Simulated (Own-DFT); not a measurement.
# Computed records: Si$_{12}$O$_{23}$ (quartz with two neutral oxygen vacancies, atoms displaced)

A calculation, not a measurement: plane-wave PBE and HSE06 DFT by an unreviewed code, no spin, of a simulated cell at Gamma alone, so results move with cell size and shape, stress positive in tension, energies less offsets, not probed for a lower state with spin; oxygen file: force components 24 meV/angstrom off all-electron in a glass; k mesh not checked against a denser one; forces and stress are PBE's, HSE06 gives the energy alone, and its difference from PBE has offsets of its own; offsets are fitted by least squares, one for each functional and potential file, so energies compare only between cells with the same atoms and settings and are not formation energies; the far tail of each file's local potential was reset to the Coulomb form; each entry is a single point on an unrelaxed cell, so the pressure reflects the starting lattice, mostly measured values (interpolated for alloys), from which strain is counted, and rises with the displacements; printed positions are rounded, which can move forces by about a meV/angstrom; the program, named Own-DFT, is a retired in-house code; no spin-orbit coupling. Program: Own-DFT development build.

Common to all runs: first functional PBE; second functional HSE06; exact exchange share 0.25; screening 0.11 1/bohr; exchange divergence Gygi-Baldereschi; potential files PseudoDojo norm-conserving, scalar-relativistic, made for PBE, standard set; wave cutoff 48 hartree; occupations fixed; k mesh 1 x 1 x 1 centred on Gamma.

(1) 
```xyz
70
Lattice="9.8268 0.0000 0.0000 -4.9134 8.5103 0.0000 0.0000 0.0000 10.8104" Properties=species:S:1:pos:R:3:force_x:R:1:force_y:R:1:force_z:R:1 formula=Si12O23 PBE_energy_of_cell_above_offsets=-21.734 HSE06_less_PBE_above_offsets=0.122 PBE_pressure=6.54 PBE_stress_xx=-6.49 PBE_stress_yy=-6.32 PBE_stress_zz=-6.8 PBE_stress_yz=-0.51 PBE_stress_xz=-1.45 PBE_stress_xy=1.12
Si     2.3459     0.0001    10.7982      0.268      2.142     -1.337
Si     8.6318     2.0325     3.5950      1.752     -1.622      0.187
Si     1.3124     2.2564     1.8164     -0.397      -0.33     -1.041
O      1.3816     1.1495     0.6367     -0.052     -0.175     -0.254
O      2.7419     2.5500     2.4329       1.04      0.009       0.54
O      3.2195     0.6091     4.2501      0.557     -0.085     -0.867
O     -1.0811     3.0917     4.7868      0.024      0.573      0.165
O      0.3065     1.7431     2.9359      -1.63     -0.073      1.196
O      0.7970     3.6350     1.1774     -0.524      0.836     -0.625
Si    -2.6156     8.4942     5.3862     -0.095      2.452      1.405
Si     8.6230     2.0025     8.9732      1.922     -1.203      1.981
Si     1.3080     2.2307     7.2241      -1.71      1.568     -1.285
O      1.3563     1.1901     6.0093      0.452     -1.144      -0.45
O      2.7292     2.5458     7.8330      1.398     -0.015       0.98
O     -1.0750     3.0951    10.1430     -0.342      0.662      0.573
O      0.2457     1.7584     8.3409       0.72     -0.241     -0.176
O      0.7647     3.6660     6.5301      1.697       -1.7      1.977
Si    -0.1574     4.2303     0.0022      0.614      1.639      0.129
Si    -3.6093     6.2748     3.5614     -0.495     -0.626      2.908
Si    -1.1288     6.5901     1.8662     -1.954     -1.595     -2.431
O     -1.0671     5.4455     0.6520      0.113     -0.348     -0.154
O      0.3000     6.7712     2.3929      3.667      0.072       2.54
O      0.7579     4.9168     4.2376      0.177     -1.561     -0.559
O     -3.5489     7.4302     4.7636     -1.667     -2.876     -1.706
O     -2.1611     6.0259     2.9770       0.86     -0.206     -0.041
O     -1.6795     7.9606     1.2109      0.512     -0.156      0.444
Si    -0.1101     4.2626     5.3813     -0.843     -1.937     -0.454
Si    -3.5554     6.1794     9.0347     -3.798      3.909     -0.266
Si    -1.1415     6.5030     7.1612     -1.253     -0.611      0.324
O     -1.0532     5.3392     6.0055     -1.967      2.704      1.508
O      0.2799     6.6946     7.8497      0.053      0.735     -0.312
O      0.8317     4.8821     9.6203      -1.59     -2.743      1.946
O     -3.5501     7.3950    10.1844      0.049     -1.107     -0.665
O     -2.1825     6.0175     8.3899      4.064     -0.366     -2.488
O     -1.6782     7.9191     6.5597      0.639     -0.867      0.682
Si     7.1718     0.0255     0.0010      2.262     -2.191     -0.661
Si     3.7122     2.0016     3.6157      0.415     -1.476     -2.199
Si     6.1715     2.2652     1.7627      0.119      1.132      1.859
O      6.2825     1.0975     0.6816       -1.6      1.414      0.009
O      7.6384     2.5557     2.4729     -1.372      0.136     -1.312
O      8.1880     0.5841     4.2336     -0.387      0.419      0.019
O      3.8024     3.0574     4.7287      1.259      3.438      3.285
O      5.1712     1.7323     2.9400      0.382      0.173     -0.502
O      5.6768     3.7005     1.1332      1.526     -1.985      1.659
Si     2.3294     8.5064     5.4291     -1.279     -0.026     -3.152
Si     3.7820     1.9998     9.0022       0.47     -2.358     -1.078
Si     6.2047     2.2518     7.1904     -1.733     -1.051       2.09
O      6.2620     1.0997     6.0459     -0.383      0.609      0.195
O      7.6741     2.4914     7.8535     -2.031      0.867     -2.071
O      8.1543     0.6248     9.6759     -0.326       0.06     -0.262
O      3.8085     3.1016    10.1666      0.137      0.902      0.676
O      5.6944     3.6339     6.5732      0.702      0.439      0.302
Si     4.7384     4.2556     0.0012      0.128     -0.368     -1.601
Si     1.3195     6.2407     3.6529     -0.142       1.02     -3.679
Si     3.7487     6.5163     1.8004      0.165      0.146     -0.366
O      3.8487     5.3658     0.6402     -1.514      1.987       1.01
O      5.2226     6.7565     2.4525     -1.205      0.543     -1.431
O      5.6571     4.8573     4.2432      1.196      1.308      -1.09
O      1.3573     7.3357     4.7513      0.534      2.418       2.23
O      2.7734     6.0311     2.9853      -0.04     -0.431      0.108
O      3.2009     7.9055     1.1790      0.111     -0.171     -0.089
Si     4.7938     4.2496     5.4312     -2.688     -0.636     -1.518
Si     1.2801     6.2436     9.0262      1.202      -0.12     -2.211
Si     3.7109     6.5184     7.1698      2.702     -0.594      1.382
O      3.7860     5.3702     6.0293      0.072     -0.113      -0.12
O      5.2220     6.8012     7.8524     -0.501     -0.984      0.103
O      5.7198     4.8723     9.6772     -0.609     -1.727      0.435
O      1.4282     7.3364    10.1227     -0.482      1.923      1.777
O      2.7333     6.0365     8.3283       -0.4     -0.317      0.445
O      3.2328     7.8896     6.5239      1.052     -0.101      1.383
```

Units: PBE_energy_of_cell_above_offsets, HSE06_less_PBE_above_offsets in eV; PBE_pressure, PBE_stress_xx, PBE_stress_yy, PBE_stress_zz, PBE_stress_yz, PBE_stress_xz, PBE_stress_xy in GPa; force_x, force_y, force_z in eV/Å.

(2) 
```xyz
70
Lattice="9.8268 0.0000 0.0000 -4.9134 8.5103 0.0000 0.0000 0.0000 10.8104" Properties=species:S:1:pos:R:3:force_x:R:1:force_y:R:1:force_z:R:1 formula=Si12O23 PBE_energy_of_cell_above_offsets=-20.702 HSE06_less_PBE_above_offsets=-0.002 PBE_pressure=7.66 PBE_stress_xx=-7.98 PBE_stress_yy=-8.11 PBE_stress_zz=-6.91 PBE_stress_yz=-0.43 PBE_stress_xz=-0.47 PBE_stress_xy=-1.84
Si    -2.6664     8.4567     0.0146      4.019      6.288      1.187
Si    -1.1601     2.0396     3.6275     -0.401     -2.215     -2.571
Si     1.3221     2.2502     1.8102     -0.878      1.936      0.129
O      1.3895     1.1948     0.6529      0.216     -2.373     -1.824
O      2.7551     2.5405     2.4445      0.264      0.419     -0.231
O      3.2122     0.6599     4.2329      0.002     -0.434       -0.1
O     -1.0649     3.0960     4.7558     -0.549      1.671      1.463
O      0.2834     1.7694     2.9388     -0.093     -0.164      0.486
O      0.8095     3.6349     1.1098     -0.201      0.338      0.302
Si    -2.6197     8.4946     5.3889      1.677      1.664       0.61
Si     8.6738     1.9871     8.9931      0.519      2.278       0.21
Si     1.2617     2.2808     7.1987      4.295      -0.14     -0.541
O      1.3770     1.1366     6.0157     -0.905      0.859       0.57
O      3.2762     0.6322     9.6449     -1.319     -2.505       1.78
O     -1.0820     3.1404    10.1811      -0.54     -0.819     -1.119
O      0.3039     1.7473     8.3288     -2.191     -0.794      1.665
O      0.7203     3.6443     6.4970      1.059     -0.451       1.39
Si    -0.1637     4.3118    10.7980       2.08     -3.373      0.131
Si     6.2162     6.2253     3.5536     -0.854      1.962      3.094
Si    -1.1784     6.5038     1.7893      1.424      1.205      0.191
O     -1.0493     5.4039     0.6226     -1.911      1.893      0.872
O      0.2918     6.7803     2.4499     -0.874      0.049     -0.568
O      0.7750     4.8998     4.1798     -1.097     -2.084      1.239
O     -3.5347     7.3803     4.7975     -1.483     -2.909     -2.197
O     -2.1963     6.0818     2.9418      1.782     -1.255     -0.241
O     -1.7444     7.8938     1.1932      0.567     -0.345      0.282
Si    -0.1662     4.2656     5.3616      0.149      0.975     -0.713
Si     6.2159     6.2472     9.0156     -0.267      1.163      -0.78
Si    -1.1867     6.4817     7.2236      1.833      2.748     -1.404
O     -1.0585     5.4058     6.0652     -0.534     -0.645     -1.053
O      0.3018     6.7506     7.8536     -0.947      0.045     -0.598
O      0.8140     4.8538     9.6509     -0.293     -0.856     -0.061
O     -3.5174     7.4026    10.2099     -3.658     -4.822     -3.436
O     -2.1510     6.0145     8.3579     -1.581     -0.691      1.826
O     -1.6598     7.9169     6.5730       0.19     -0.866      0.377
Si     2.3303     8.5064     0.0284     -1.918      0.439     -1.093
Si     3.7664     2.0318     3.5741     -0.479     -0.551      1.233
Si     6.2428     2.2326     1.7500     -1.341       3.79      5.228
O      6.2918     1.1521     0.7250      0.654      -4.18     -4.267
O      7.6756     2.5576     2.4271      0.304      0.042      0.368
O      8.1319     0.6334     4.2152      0.027     -0.129       0.21
O      3.8504     3.1356     4.7522     -0.099       0.68      0.303
O      5.2016     1.7295     2.9928      2.146      0.356     -1.777
O      5.7006     3.6619     1.1728      0.126     -0.041     -0.172
Si     2.2938     8.5021     5.4111      1.848      0.687     -0.125
Si     3.7881     1.9735     8.9852      0.214      1.903     -3.087
Si     6.2507     2.2896     7.2688     -6.131     -2.843       -1.6
O      6.3102     1.0997     6.0685     -1.269      2.081      1.512
O      7.6233     2.5080     7.8463      4.864      0.895        2.1
O      8.0711     0.6869     9.6205     -0.226     -1.734      0.929
O      3.8039     3.1147    10.1799      0.363      0.218     -0.014
O      5.7327     3.6069     6.5428     -0.797      2.086     -1.181
Si     4.7602     4.2737    10.8062     -0.658     -1.005      0.373
Si     1.2898     6.2516     3.6015      0.582      1.827     -0.671
Si     3.7521     6.4959     1.8543      0.098      0.343     -3.021
O      3.7829     5.3679     0.6537      0.152      0.771       0.25
O      5.2222     6.7063     2.4254     -0.234      0.712     -0.606
O      5.6745     4.8921     4.2486      1.837      0.754      -2.03
O      1.4447     7.3733     4.7452     -1.543     -1.572     -0.764
O      2.7308     6.0213     2.9133     -0.946     -0.855      1.755
O      3.2214     7.8792     1.1547      1.549     -0.554      1.236
Si     4.7888     4.3103     5.3615     -2.393     -1.997      3.463
Si     1.2710     6.1948     8.9854      2.084      3.039      0.965
Si     3.8142     6.4963     7.2210     -5.119      1.055     -1.381
O      3.7770     5.4507     6.0358      1.209     -2.259     -1.734
O      5.1987     6.7299     7.7859      4.928      0.514      3.012
O      5.7098     4.8772     9.6349      -0.07     -0.283      0.225
O      1.3144     7.4161    10.2174     -0.014     -1.567     -1.515
O      2.7640     5.9882     8.3560     -0.254     -0.027      0.645
O      3.2060     7.8760     6.5705       1.01     -0.347      0.872
```

Units: PBE_energy_of_cell_above_offsets, HSE06_less_PBE_above_offsets in eV; PBE_pressure, PBE_stress_xx, PBE_stress_yy, PBE_stress_zz, PBE_stress_yz, PBE_stress_xz, PBE_stress_xy in GPa; force_x, force_y, force_z in eV/Å.

(3) 
```xyz
70
Lattice="9.8268 0.0000 0.0000 -4.9134 8.5103 0.0000 0.0000 0.0000 10.8104" Properties=species:S:1:pos:R:3:force_x:R:1:force_y:R:1:force_z:R:1 formula=Si12O23 PBE_energy_of_cell_above_offsets=-20.875 HSE06_less_PBE_above_offsets=0.006 PBE_pressure=7.8 PBE_stress_xx=-7.4 PBE_stress_yy=-9.02 PBE_stress_zz=-6.98 PBE_stress_yz=-0.45 PBE_stress_xz=-2.45 PBE_stress_xy=1.99
Si     2.3278     0.0053    10.7739      -0.75     -1.238       2.94
Si    -1.1632     2.0497     3.5801      1.982     -2.425      0.433
Si     1.3468     2.2509     1.8153     -1.956     -0.692     -0.732
O      1.3866     1.1235     0.6445      0.059     -0.162     -0.226
O      2.7426     2.4866     2.4677      1.437      0.791     -0.027
O      3.2121     0.6530     4.1959     -1.112     -1.954      2.409
O     -1.1045     3.1129     4.7552     -0.159      0.632      0.951
O      0.3179     1.7070     2.9614     -0.595      0.398      0.332
O      0.8536     3.5983     1.1241     -0.975      1.279     -0.781
Si    -2.6065     8.4978     5.4733      0.794      0.022     -2.957
Si     8.7050     1.9368     9.0037     -0.347      3.469      0.516
Si     1.3621     2.2348     7.1843     -3.132      0.768       0.98
O      1.3332     1.1102     6.0713      0.019     -0.348     -0.513
O      2.7223     2.4776     7.8880      1.551      0.432      0.305
O      3.2204     0.5969     9.6386       0.79     -0.333     -0.926
O     -1.0566     3.1173    10.1545     -0.631      -0.98     -0.626
O      0.2736     1.7447     8.3415      2.354     -0.329     -1.292
O      0.7819     3.6335     6.5635      1.249     -1.105      1.299
Si    -0.1602     4.2684    10.7884      2.036     -0.483      0.537
Si    -3.5568     6.2368     3.5718      2.462     -2.148      1.616
Si    -1.1510     6.5184     1.8600     -3.727     -2.113     -0.105
O     -1.0442     5.4004     0.6404     -1.074      0.751       0.95
O      0.2570     6.7487     2.4369      3.595       0.29      2.006
O      0.8170     4.9428     4.2789     -1.799     -2.986      1.792
O     -3.5571     7.4104     4.7283      0.181      0.123      0.566
O     -1.6769     7.8481     1.1838     -0.857      2.025     -1.576
Si    -0.1929     4.2018     5.4777        1.7       1.88     -3.235
Si     6.1545     6.2950     9.0068      3.764     -2.663      0.935
Si    -1.1479     6.4967     7.1726      0.468     -0.161      2.018
O     -1.0701     5.3789     6.0601     -0.697     -0.259     -0.685
O      0.2578     6.8229     7.8784      1.002     -0.097      0.032
O      0.7878     4.9471     9.6561     -0.559      -1.52      0.349
O     -3.5422     7.3683    10.1681     -0.366      0.528      0.335
O     -2.1674     6.0094     8.2938     -1.906     -0.122      1.522
O     -1.6378     7.8779     6.5946       -0.7      1.848     -1.092
Si     2.3331     8.4697     0.0016      0.636     -0.236      0.614
Si     3.7466     2.0177     3.6153       0.65     -1.057     -1.492
Si     6.1785     2.2477     1.7277       1.31      0.207      2.655
O      6.3311     1.1379     0.5970     -0.444      0.227      0.037
O      7.6848     2.5232     2.4853     -3.322      0.755     -3.095
O      8.1362     0.6436     4.2410      0.628      0.396     -0.426
O      3.8095     3.1278     4.7172      0.051      1.363       1.81
O      5.2083     1.7454     2.9651      0.716      0.304     -0.929
O      5.6479     3.6410     1.1237      2.456     -1.648      2.789
Si     7.2353     0.0559     5.4061     -1.772     -1.503     -1.238
Si     3.7485     1.9605     9.0339     -1.374      1.611      0.615
Si     6.2435     2.2704     7.2295     -1.555      -1.31      0.875
O      6.2437     1.1438     6.0448     -0.011      0.255      0.538
O      7.6783     2.4910     7.8752      0.103      0.051     -0.232
O      8.1633     0.6496     9.6553      -0.78     -2.947      1.222
O      3.8441     3.1005    10.1601     -0.316      0.173      0.522
O      5.1380     1.7718     8.4031      4.082     -0.196     -2.521
O      5.7392     3.6188     6.5459     -0.153      0.569      0.308
Si     4.7783     4.2491     0.0228     -2.082      1.234     -3.219
Si     1.3301     6.2650     3.6224      -0.07     -0.297     -2.315
Si     3.7936     6.5041     1.8507      1.256     -1.373     -1.784
O      3.8238     5.3636     0.6522     -0.261      0.983      0.536
O      5.2937     6.6979     2.4265     -1.645      0.744     -1.533
O      1.3792     7.3455     4.7464      0.877      2.868      1.947
O      2.7906     5.9941     2.9269     -1.734     -0.573      2.056
O      3.2234     7.8333     1.2306     -0.588      2.207     -1.485
Si     4.7798     4.2277     5.4077       1.28      2.113     -2.327
Si     1.3381     6.2701     8.9790     -5.866      1.598      2.286
Si     3.7421     6.5346     7.1466      0.406     -2.627      2.559
O      3.8280     5.4063     6.0009      -0.49     -0.158      0.457
O      5.2374     6.6864     7.8380     -3.358      1.346     -2.754
O      5.7113     4.8658     9.6498     -0.037      0.195     -0.026
O      1.3688     7.3641    10.1970      -0.01      0.016     -0.388
O      2.6724     5.9964     8.3956      7.262     -0.147     -4.312
O      3.2082     7.8567     6.5351      0.057      1.738      0.195
```

Units: PBE_energy_of_cell_above_offsets, HSE06_less_PBE_above_offsets in eV; PBE_pressure, PBE_stress_xx, PBE_stress_yy, PBE_stress_zz, PBE_stress_yz, PBE_stress_xz, PBE_stress_xy in GPa; force_x, force_y, force_z in eV/Å.
